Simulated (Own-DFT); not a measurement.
# Same atoms, different arrangement: Ga48P48, 96 atoms

These are calculations, not measurements. The program, named Own-DFT, is a retired in-house plane-wave density functional code that no person has reviewed. Each row is one single-point run on a periodic cell that was not relaxed, without spin or spin-orbit coupling.

Settings of every run: PBE; PseudoDojo norm-conserving scalar-relativistic files; cutoff 42 hartree; 2 x 3 x 3 k mesh centred on Gamma; Fermi-Dirac smearing of 0.1 eV.

Known limits, some of them of some rows only: not probed for a lower state with spin; forces on such cells failed a check on a denser k mesh; forces on such cells passed a denser k mesh, each cell not checked; stress not checked against mesh or cutoff.

All cells hold the same atoms in the same cell, with vectors in Å (16.352, 0.000, 0.000); (0.000, 10.901, 0.000); (0.000, 0.000, 10.901). Every atom was moved at random from its ideal site; u is the rms move along one axis. The defect's site can differ from row to row. E is the free energy of the cell above the lowest run. The arrangements:

- A: zincblende GaP
- B: zincblende GaP, with one Ga on a P site and one P on a Ga site, 2.4 Å apart

| arrangement | u (Å) | E (eV) | P (GPa) |
|---|---|---|---|
| A | 0.0192 | 0.000 | 2.70 |
| A | 0.0196 | 0.044 | 2.70 |
| A | 0.0197 | 0.089 | 2.71 |
| A | 0.0473 | 3.700 | 3.26 |
| A | 0.0477 | 3.084 | 3.15 |
| A | 0.0521 | 3.952 | 3.28 |
| B | 0.0293 | 4.062 | 2.91 |
| B | 0.0293 | 3.843 | 2.91 |
| B | 0.0311 | 4.160 | 2.95 |
| B | 0.0490 | 6.060 | 3.27 |
| B | 0.0497 | 6.493 | 3.26 |
| B | 0.0500 | 6.582 | 3.26 |

Question: once the cost of the random moves is taken out, how do the arrangements rank?

## Worked answer

Fit E = a + b u², with one b for all and one a for each arrangement, and with residuals divided by u², since the noise grows with the moves. Then b = 1667 eV/Å², the scatter at u = 0.04 Å is 0.21 eV, and against A:

- B: 3.08 ± 0.08 eV (higher)

These are energies of unrelaxed cells. Relaxing the atoms lowers the strained arrangements most, so the gaps would shrink and small ones could change sign.
